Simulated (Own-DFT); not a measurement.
Simulation results for SiC (4H silicon carbide, atoms displaced)

A calculation, not a measurement: plane-wave PBE density functional theory by an unreviewed code, no spin, of a simulated periodic cell, stress positive in tension, free energy of the whole cell less one offset for each atom, forces on such cells passed a denser k mesh, this cell's mesh not checked; offsets are fitted by least squares, one for each functional and potential file, so energies compare only between cells with the same atoms and settings and are not formation energies; the far tail of each file's local potential was reset to the Coulomb form; each entry is a single point on an unrelaxed cell, so the pressure reflects the starting lattice, mostly measured values (interpolated for alloys), from which strain is counted, and rises with the displacements; printed positions are rounded, which can move forces by about a meV/angstrom; the program, named Own-DFT, is a retired in-house code; no spin-orbit coupling. Program: Own-DFT development build.

Settings shared by all entries: functional PBE; potential files PseudoDojo norm-conserving, scalar-relativistic, standard set; wave cutoff 42 hartree; occupations Fermi-Dirac; smearing width 0.1 eV; hardware one NVIDIA H200; k mesh 3 x 3 x 3 centred on Gamma.

(1) SiC (4H silicon carbide, atoms displaced)

```xyz
128
Lattice="12.3308 0.0000 0.0000 -6.1654 10.6788 0.0000 0.0000 0.0000 10.0681" Properties=species:S:1:pos:R:3 SiC
Si    -6.0895    10.6516     4.0358
Si     0.0339     1.8081     1.5152
C     12.2523     0.0677     0.8616
C      0.0272     1.7043     3.4352
Si    10.8204     2.5682     4.0807
Si    -1.4984     4.4014     1.5700
C     -1.4612     2.6651     1.1293
C     -1.4491     4.4611     3.4578
Si     9.2040     5.3906     4.0645
Si    -3.0378     7.0586     1.5629
C      9.2439     5.3282     0.8563
C     -3.0691     7.1649     3.3907
Si     7.6257     7.9484     4.0652
Si    -4.6461     9.7545     1.5485
C     -4.6152     8.0632     0.9349
C     -4.5480     9.7388     3.4167
Si     3.0803     0.0049     4.0839
Si     3.1317     1.8206     1.4000
C      3.1170     0.0332     0.9859
C      3.0181     1.6463     3.3834
Si     1.5268     2.6977     4.0687
Si     1.6542     4.5056     1.5513
C      1.6337     2.5943     0.8768
C      1.5686     4.4098     3.4572
Si    -0.0070     5.4108     4.0679
Si    -0.0094     7.1358     1.5303
C      0.1021     5.3620     0.9970
C      0.0796     7.1426     3.4417
Si    -1.5088     8.1205     3.9724
Si    -1.5192     9.8031     1.6240
C     -1.5457     8.0495     0.9902
C     -1.5593     9.8351     3.4173
Si     6.1218     0.0593     4.0631
Si     6.1855     1.8474     1.5778
C     -0.0062    10.6364     0.8539
C      6.0670     1.6517     3.4978
Si     4.6075     2.6234     4.1542
Si     4.6308     4.4030     1.5761
C      4.6608     2.6332     0.9070
C      4.6067     4.4501     3.4733
Si     3.1747     5.3299     4.0738
Si     3.0894     7.1394     1.5602
C      3.0984     5.3591     0.9051
C      3.0372     7.0683     3.3800
Si     1.6481     8.0260     4.1990
Si     1.6024     9.7417     1.4740
C      1.4641     7.9616     0.9426
C      1.5811     9.8294     3.4090
Si     9.2246     0.0856     4.0097
Si     9.3398     1.7887     1.7169
C      3.0910    10.6308     0.9756
C      9.2476     1.8642     3.5575
Si     7.7520     2.7106     4.1450
Si     7.8297     4.3966     1.4696
C      7.7192     2.6941     0.9458
C      7.6880     4.5233     3.4335
Si     6.0779     5.3289     4.0870
Si     6.2516     7.0730     1.5427
C      6.1148     5.3835     0.9937
C      6.1722     7.1365     3.4935
Si     4.6254     7.9900     4.1152
Si     4.6469     9.8744     1.5077
C      4.6850     7.9645     0.9642
C      4.6164     9.9126     3.3896
Si     6.0789    10.6475     9.1280
Si     6.2188     8.8958     6.6111
C      6.0452    10.6763     5.9759
C      6.1158     8.8460     8.6538
Si     7.6330     7.9626     9.1175
Si     7.7109     6.2433     6.4838
C      7.6828     8.0422     6.1025
C      7.7379     6.2730     8.4450
Si     9.1712     5.2842     9.1014
Si     9.2830     3.5163     6.7075
C      9.1711     5.3230     6.0658
C      9.2956     3.6096     8.5955
Si    10.7167     2.5793     9.0914
Si    10.8293     0.9736     6.5684
C     -1.5115     2.7414     5.9027
C     10.8471     0.9395     8.4803
Si     3.1725    10.6533     9.1607
Si     3.1081     8.9549     6.6562
C      3.0966    10.6764     5.8676
C      3.0560     8.9723     8.5763
Si     4.5955     8.0328     9.1972
Si     4.5643     6.1227     6.5755
C      4.6642     8.0666     5.9961
C      4.5482     6.2243     8.4396
Si     6.1435     5.3644     9.0753
Si     6.2410     3.4971     6.5986
C      6.1830     5.3860     6.0769
C      6.1526     3.5941     8.4897
Si     7.7366     2.6496     9.1679
Si     7.6579     0.9512     6.6138
C      7.5988     2.7558     5.9701
C      7.5698     0.8454     8.3922
Si     6.2304     0.1230     9.0360
Si    -0.0282     8.8945     6.5661
C      0.0387    10.5724     5.8654
C     -0.0307     8.8294     8.5431
Si     1.5305     8.0434     9.1608
Si     1.5291     6.1174     6.5325
C      1.5983     7.9851     5.9232
C      1.5839     6.1753     8.4042
Si     3.0888     5.2108     9.1477
Si     2.9618     3.5872     6.6668
C      3.1725     5.4358     5.9336
C      3.1377     3.5155     8.5611
Si     4.6684     2.6291     9.0882
Si     4.5229     0.9487     6.6379
C      4.6482     2.6422     6.0032
C      4.7012     0.8885     8.4645
Si     3.1558     0.0751     9.1040
Si    -3.1260     8.9048     6.5470
C      3.1169     0.0337     5.9542
C     -3.1020     8.9142     8.5351
Si    -1.5249     8.0843     9.0821
Si    -1.5516     6.2150     6.6776
C     -1.5458     7.9960     5.9103
C     -1.5346     6.2154     8.4692
Si    -0.0808     5.4268     9.1042
Si     0.0462     3.5320     6.7296
C     -0.0128     5.2923     5.9578
C     -0.0711     3.5430     8.4814
Si     1.6263     2.6454     9.1909
Si     1.5256     0.9027     6.5515
C      1.5034     2.6509     6.0426
C      1.5466     1.0569     8.4471
```

| Property | Result |
| --- | --- |
| free energy of cell above offsets | -7.196 eV |
| pressure | 5.93 GPa |
| stress xx | -5.9 GPa |
| stress yy | -5.68 GPa |
| stress zz | -6.2 GPa |
| stress yz | -0.19 GPa |
| stress xz | 0.43 GPa |
| stress xy | -0.43 GPa |
| wall time | 571.8 s |

Force:
```
element  x (eV/Å)  y (eV/Å)  z (eV/Å)
     Si    -1.152    -0.461     0.436
     Si     1.723    -1.137      1.42
      C     1.872     -0.32     1.132
      C     0.241     1.226     0.066
     Si     1.307     2.866    -0.349
     Si     0.668     2.332      0.66
      C    -1.999    -0.398    -3.498
      C    -2.311    -0.641     0.026
     Si     1.875    -0.689     0.698
     Si    -0.764     1.712    -0.929
      C     1.517     -0.22     1.021
      C    -0.452    -0.682     1.692
     Si      2.67     1.707     0.744
     Si     0.647     1.984     -0.34
      C     0.449    -2.383    -0.267
      C    -1.567    -0.237      1.08
     Si     0.196    -0.857    -0.518
     Si     0.003    -2.271     3.717
      C    -0.468    -0.735    -1.723
      C     0.782       3.8     0.478
     Si     0.404     -1.44     0.111
     Si    -1.585    -1.558     0.735
      C    -1.897     2.462     1.767
      C     0.419     1.452     0.003
     Si     0.863    -1.032     0.146
     Si     -0.43    -0.454     1.701
      C    -1.873    -0.637    -1.753
      C     -0.74     1.092     0.286
     Si     0.317    -2.513     1.441
     Si    -0.251     0.482    -2.185
      C     0.013     -1.05    -1.203
      C     0.487      0.38     1.217
     Si     1.399    -4.595     0.167
     Si    -0.198    -2.758     0.426
      C     1.148     1.597     0.733
      C     1.886     5.818    -1.615
     Si    -1.161     -0.28    -1.335
     Si    -0.049     1.058    -0.333
      C      0.51     1.426    -0.273
      C     0.772    -1.874     -0.54
     Si    -2.785     0.257    -0.305
     Si    -0.029    -0.194    -0.682
      C     1.183    -0.281     0.757
      C     1.688     0.591     2.025
     Si    -1.418     0.556    -4.343
     Si     -2.42      0.29      1.92
      C     2.667     0.826    -0.778
      C    -0.751    -0.399    -0.097
     Si     0.353    -1.756     0.868
     Si    -1.367    -0.346    -1.682
      C     0.386     2.324    -1.247
      C    -0.478    -0.639    -0.967
     Si    -2.021     0.627    -1.178
     Si    -2.959     2.218     2.255
      C     1.232    -1.811     0.391
      C    -0.118    -1.462    -0.189
     Si     2.035     0.586     0.718
     Si    -1.105     1.735     1.138
      C     1.747    -2.406    -1.775
      C     -1.53    -1.288    -0.916
     Si    -0.744     1.534    -0.961
     Si     0.081    -2.544     1.619
      C    -0.884     1.205     0.411
      C     0.593    -1.626      0.47
     Si     3.017     0.741    -0.888
     Si    -2.666      0.73     1.432
      C     3.575    -0.317    -0.538
      C     0.274     1.495    -2.965
     Si     2.131     1.208      0.64
     Si    -0.569     0.483     3.133
      C     0.775    -0.746    -3.354
      C    -1.098    -1.508     0.218
     Si     1.461     3.535    -0.347
     Si     -0.79     1.209    -1.983
      C     2.207    -0.459     -1.71
      C    -1.403    -3.371    -1.464
     Si     2.572     2.887     2.336
     Si    -2.043    -0.758    -0.444
      C    -0.213    -0.895     2.275
      C    -2.105    -1.942    -0.799
     Si    -1.717     1.695    -0.523
     Si    -0.181    -0.628    -1.093
      C     -0.32     1.636     2.402
      C     0.538    -1.313    -0.868
     Si    -0.755    -1.841    -0.979
     Si     3.679     4.138      2.14
      C    -0.638    -1.384     0.105
      C     0.558    -0.039     1.311
     Si    -0.272     0.752     0.389
     Si    -4.481     3.511      1.75
      C    -1.121    -1.948    -2.541
      C     1.224    -1.032     0.395
     Si    -1.236      0.09    -1.334
     Si       0.4    -1.833     -3.08
      C     5.157    -2.889    -0.114
      C     6.443      3.34     1.042
     Si    -3.943    -5.155     2.934
     Si     0.794    -1.202     0.417
      C    -1.005     2.642     2.267
      C     1.818     2.595    -2.119
     Si    -0.117    -1.662    -1.253
     Si      0.45     2.504     0.608
      C    -0.479    -0.044     3.756
      C     -0.65     0.288     1.559
     Si     -0.13     3.136    -1.042
     Si      2.71    -0.145    -0.783
      C    -4.192    -3.892    -1.063
      C    -0.561    -0.446    -1.101
     Si      0.51     0.779      0.15
     Si     2.613    -1.568    -1.168
      C    -1.093     1.508     0.269
      C    -1.316      0.61     0.024
     Si    -1.745    -1.374     0.598
     Si     2.052     0.264     1.631
      C    -1.883    -0.713    -0.054
      C    -0.389     0.627    -1.203
     Si     -1.96    -1.659     1.496
     Si     0.002     0.299    -2.638
      C    -0.654     0.044     0.227
      C    -2.013     1.246     1.576
     Si     2.815    -2.097     0.595
     Si     -1.42     0.869    -3.035
      C    -0.037     0.019     0.283
      C     0.747     0.358      3.14
     Si    -2.184     1.882    -2.238
     Si    -0.366     -0.74     1.049
      C     0.498     0.804    -1.893
      C     0.101    -4.496    -0.028
```

(2) SiC (4H silicon carbide, atoms displaced)

```xyz
128
Lattice="12.3308 0.0000 0.0000 -6.1654 10.6788 0.0000 0.0000 0.0000 10.0681" Properties=species:S:1:pos:R:3 SiC
Si    -6.1092    10.6240     4.0056
Si     0.0125     1.7107     1.6110
C      0.1321     0.0148     0.9035
C     -0.0709     1.7652     3.4445
Si    -1.5579     2.7158     4.0854
Si    -1.6214     4.4677     1.6278
C     -1.5142     2.7250     0.8700
C     -1.4767     4.5173     3.6182
Si    -3.0372     5.3215     4.0054
Si    -3.1152     7.0539     1.6210
C      9.2175     5.3152     0.9448
C     -3.2272     7.0821     3.4128
Si    -4.5561     8.0917     4.0286
Si    -4.6929     9.8538     1.4850
C      7.7117     7.9650     1.0683
C     -4.5787     9.7183     3.5485
Si    -3.0090    10.6353     4.0879
Si     3.0989     1.7199     1.5436
C     -3.0821    10.6101     0.9430
C      2.9726     1.7827     3.4341
Si     1.6302     2.6573     3.9851
Si     1.5328     4.4766     1.4777
C      1.5723     2.6912     1.0169
C      1.6372     4.4100     3.4527
Si    -0.0049     5.3996     4.0296
Si    -0.0617     7.1280     1.5645
C      0.0776     5.4158     0.9885
C     -0.0132     7.0981     3.4557
Si    -1.4882     8.0513     4.0817
Si    -1.5148     9.8433     1.6934
C     -1.5608     7.8833     0.9862
C     -1.5363     9.8099     3.5573
Si     0.1061    10.6378     4.1504
Si     6.1863     1.7348     1.6631
C      0.0274    10.6555     0.9637
C      6.1440     1.7471     3.4397
Si     4.5310     2.7245     4.1036
Si     4.6230     4.3692     1.5530
C      4.7047     2.5500     0.9228
C      4.6301     4.5046     3.3944
Si     3.0768     5.3589     4.1134
Si     3.0641     7.0889     1.5837
C      3.0831     5.3349     0.9232
C      3.1558     7.1286     3.3794
Si     1.5474     8.0358     4.1225
Si     1.6305     9.7570     1.5488
C      1.4915     7.9219     0.9573
C      1.5660     9.8035     3.4430
Si     9.2486     0.0938     4.0873
Si     9.2630     1.8606     1.5958
C      3.1324    10.6457     0.9701
C      9.1300     1.8790     3.3886
Si     7.6721     2.6027     4.0737
Si     7.6431     4.3932     1.5016
C      7.6949     2.7763     0.9842
C      7.6233     4.4055     3.4593
Si     6.1789     5.4073     4.0416
Si     6.0778     7.0984     1.7091
C      6.1280     5.3562     0.8757
C      6.2695     7.0976     3.4559
Si     4.6607     8.0328     4.0898
Si     4.6516     9.8854     1.6027
C      4.6993     8.0783     1.0031
C      4.6753     9.8072     3.4883
Si     0.0175     0.0311     9.2157
Si     6.0879     8.8286     6.6375
C      6.1640    10.6534     5.9754
C      6.0957     8.7890     8.5748
Si     7.6676     8.0586     9.0539
Si     7.6049     6.1902     6.4730
C     -4.6116     8.0675     5.8841
C      7.6192     6.0962     8.5858
Si    -3.0258     5.3688     9.1250
Si     9.1652     3.4436     6.6138
C      9.2088     5.3841     5.9821
C      9.3302     3.5123     8.4870
Si    10.6813     2.7324     9.1688
Si    10.8120     0.8014     6.5880
C     -1.4588     2.6575     6.0726
C     10.7872     0.7232     8.5485
Si     9.1756     0.0101     9.1213
Si     3.0689     8.7981     6.4948
C      3.0201    10.6409     6.0147
C      3.0137     9.0661     8.5235
Si     4.5745     7.8902     9.0818
Si     4.6217     6.2202     6.7102
C      4.6441     8.0046     6.0803
C      4.6823     6.3261     8.4773
Si     6.1294     5.3308     9.1309
Si     6.2059     3.4846     6.5311
C      6.2212     5.3542     5.9303
C      6.0985     3.4722     8.4942
Si     7.6490     2.6223     9.1087
Si     7.5826     0.9857     6.5701
C      7.7764     2.6656     5.9936
C      7.7065     0.8956     8.4588
Si     6.1539     0.0232     9.1623
Si    -0.1250     9.0035     6.5643
C      6.2000     0.0781     5.9665
C      0.0276     8.9107     8.5309
Si     1.5949     8.0477     9.1853
Si     1.5784     6.0950     6.6726
C      1.5391     8.0212     5.9798
C      1.5485     6.1210     8.5036
Si     3.0192     5.2072     9.0476
Si     3.0979     3.5635     6.6425
C      2.9097     5.3420     5.9279
C      2.9294     3.6037     8.5050
Si     4.6445     2.6171     9.1245
Si     4.8021     0.9178     6.7033
C      4.5847     2.7574     5.9851
C      4.6693     0.8731     8.5500
Si     3.1289     0.0152     9.1670
Si    -3.2239     8.8476     6.6457
C      3.2245     0.0261     6.0203
C     -3.0969     8.9359     8.4914
Si    -1.6278     8.0072     9.1367
Si    -1.4813     6.1600     6.5449
C     -1.5474     8.0839     6.0573
C     -1.4847     6.2378     8.3969
Si     0.0652     5.3539     9.1259
Si     0.0105     3.6329     6.6861
C     -0.0208     5.3419     6.0305
C     -0.0012     3.4639     8.5553
Si     1.5354     2.6504     9.1100
Si     1.6123     0.8594     6.5404
C      1.4063     2.6066     5.9791
C      1.5055     0.8655     8.5223
```

| Quantity | Value |
| --- | --- |
| free energy of cell above offsets | -4.566 eV |
| pressure | 6.33 GPa |
| stress xx | -7.13 GPa |
| stress yy | -5.84 GPa |
| stress zz | -6.04 GPa |
| stress yz | -0.7 GPa |
| stress xz | -0.28 GPa |
| stress xy | 0.79 GPa |
| wall time | 555.6 s |

Force:
```
element  x (eV/Å)  y (eV/Å)  z (eV/Å)
     Si    -0.279     1.342      2.81
     Si     0.176      2.59    -1.179
      C    -4.327      1.46     1.578
      C     1.043    -0.168     0.041
     Si     0.311    -0.786     1.795
     Si       2.3     0.151    -0.513
      C    -0.311    -0.917     3.443
      C    -1.357     -1.71    -3.235
     Si    -2.857      0.56     2.416
     Si    -0.341     0.988    -1.378
      C     0.038    -0.138      0.19
      C     3.943    -0.068     1.493
     Si     -1.44    -3.551     1.255
     Si     4.132    -4.557     2.852
      C    -1.094     1.197     -2.18
      C     0.297     4.422    -3.006
     Si    -2.075     1.652     1.805
     Si    -0.207     0.897     0.101
      C     0.645     0.949     0.718
      C       4.6      -2.5     -0.62
     Si     -4.98     1.304     2.892
     Si     1.133    -0.508     2.315
      C    -0.342    -1.082    -1.771
      C    -1.892     1.495    -0.751
     Si     2.784    -1.564     2.157
     Si     1.357    -0.361     0.516
      C     -2.49    -1.489    -0.991
      C     0.536     1.907    -0.008
     Si    -1.912    -1.516      1.16
     Si    -0.161    -2.018    -1.809
      C    -1.125     2.593    -0.538
      C      2.13    -0.266    -1.245
     Si    -1.885     1.262    -1.739
     Si     0.804     0.284    -2.391
      C      0.51     0.179     0.558
      C    -0.792    -0.155     2.857
     Si      0.93    -0.516        -1
     Si    -0.115      0.98     -0.94
      C    -1.526     1.115      0.56
      C    -0.186    -0.696     1.823
     Si     0.279     0.215    -1.841
     Si     1.082      0.67    -1.476
      C     0.649    -0.715    -1.063
      C    -1.208     0.115     3.017
     Si     0.638    -0.971    -0.863
     Si     -1.48    -0.437     0.364
      C     1.135     1.611     0.395
      C     0.555    -0.369     0.331
     Si     0.441    -1.062     0.592
     Si    -0.351    -0.568    -2.131
      C    -0.926     2.165    -0.411
      C     3.053    -1.331     1.758
     Si    -1.275     2.583     0.035
     Si    -0.037     3.907      1.89
      C    -0.084    -5.108    -1.975
      C     1.638     0.024    -0.536
     Si    -0.153     -1.84     0.518
     Si     1.978     0.307    -3.873
      C    -0.576    -0.806     1.988
      C     -1.76     1.776     2.298
     Si     0.215    -0.844     0.085
     Si      0.82    -2.141    -0.562
      C    -2.292    -0.793     -0.92
      C    -1.069      0.31    -0.492
     Si    -0.868    -1.658    -3.379
     Si      2.81     2.462     0.584
      C     0.774    -1.162    -0.692
      C     0.639     2.176    -1.462
     Si     0.139    -2.632     2.782
     Si     4.045     2.154     2.991
      C    -2.344    -1.849     1.189
      C     2.793     2.605    -2.516
     Si    -0.905    -0.807    -0.991
     Si     5.125     3.472     0.809
      C     0.442    -1.619    -0.955
      C    -4.583     1.778    -0.495
     Si     3.937    -3.415    -1.552
     Si    -0.344     1.105      1.31
      C    -2.431     -0.41    -1.665
      C    -0.433     2.814    -0.282
     Si     1.944     1.496     0.626
     Si    -0.645      2.84     2.791
      C     0.315     1.079     -1.42
      C     0.829    -5.782    -1.396
     Si    -0.359     5.976      3.21
     Si    -0.077    -0.401    -3.137
      C    -1.443    -1.809    -2.727
      C    -1.847    -5.771     0.091
     Si    -0.443     -0.82    -0.127
     Si    -0.779     2.537     1.216
      C    -4.079    -2.082    -0.402
      C     0.935     1.634    -1.175
     Si     1.308     1.231     0.872
     Si     4.299    -2.529     1.668
      C    -3.519    -1.038    -2.242
      C    -1.361     0.427     0.651
     Si     1.305     -1.37     0.114
     Si     3.231    -1.539     2.358
      C    -0.543    -0.895    -0.206
      C    -1.307     0.234    -0.229
     Si     -1.07    -0.653    -1.631
     Si    -3.747      3.75    -0.285
      C    -1.533     -1.25    -0.047
      C     1.121     2.484    -0.074
     Si     1.586     4.544     2.971
     Si    -2.797    -0.258    -1.044
      C     5.321     -1.55     0.763
      C     3.503    -3.722    -1.223
     Si    -1.288     0.557     0.495
     Si    -4.135     0.496    -1.401
      C     1.498    -1.657    -0.099
      C    -0.656     0.262    -0.501
     Si    -1.487    -0.361    -1.188
     Si     3.437     1.883    -0.614
      C    -0.963    -0.366    -0.323
      C    -0.749    -0.461     0.496
     Si     2.092    -0.375     -0.23
     Si    -2.581     2.284     0.854
      C    -1.546    -1.868    -2.141
      C    -0.592      -0.1     2.155
     Si    -2.181    -1.276     0.689
     Si    -0.502     -2.19    -0.544
      C     1.907    -0.327    -1.927
      C    -0.689     2.176     0.042
     Si     -1.44    -1.203     1.473
     Si    -1.228    -0.103     1.255
      C         3     1.289     -0.85
      C      1.91     0.098    -0.457
```
